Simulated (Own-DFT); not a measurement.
# A change of arrangement and its cost: C16Si16, 32 atoms

These are calculations, not measurements. The program, named Own-DFT, is a retired in-house plane-wave density functional code that no person has reviewed. Each row is one single-point run on a periodic cell that was not relaxed, without spin or spin-orbit coupling.

Settings of every run: PBE; PseudoDojo norm-conserving scalar-relativistic files; cutoff 42 hartree; 5 x 5 x 3 k mesh centred on Gamma; Fermi-Dirac smearing of 0.1 eV.

Known limits: forces on such cells passed a denser k mesh, each cell not checked; stress not checked against mesh or cutoff.

All cells hold the same atoms in the same cell, with vectors in Å (6.165, 0.000, 0.000); (-3.083, 5.339, 0.000); (0.000, 0.000, 10.068). Every atom was moved at random from its ideal site; u is the rms move along one axis. E is the free energy of the cell above the lowest run. The arrangements:

- A: 2H SiC
- B: 4H SiC

```
arrangement,u (Å),E (eV),P (GPa)
A,0.0291,0.215,3.84
A,0.0305,0.147,3.64
A,0.0320,0.278,3.82
A,0.0560,2.811,5.31
A,0.0564,3.144,5.70
A,0.0693,5.560,8.51
B,0.0274,0.055,3.61
B,0.0284,0.000,3.54
B,0.0315,0.195,3.75
B,0.0566,3.075,5.72
B,0.0581,3.345,5.94
B,0.0593,3.056,6.02
```

Question: once the cost of the random moves is taken out, how do the arrangements rank?

## Worked answer

Fit E = a + b u², with one b for all and one a for each arrangement, and with residuals divided by u², since the noise grows with the moves. Then b = 1244 eV/Å², the scatter at u = 0.04 Å is 0.14 eV, and against A:

- B: -0.03 ± 0.06 eV (not told apart from A)

These are energies of unrelaxed cells. Relaxing the atoms lowers the strained arrangements most, so the gaps would shrink and small ones could change sign.
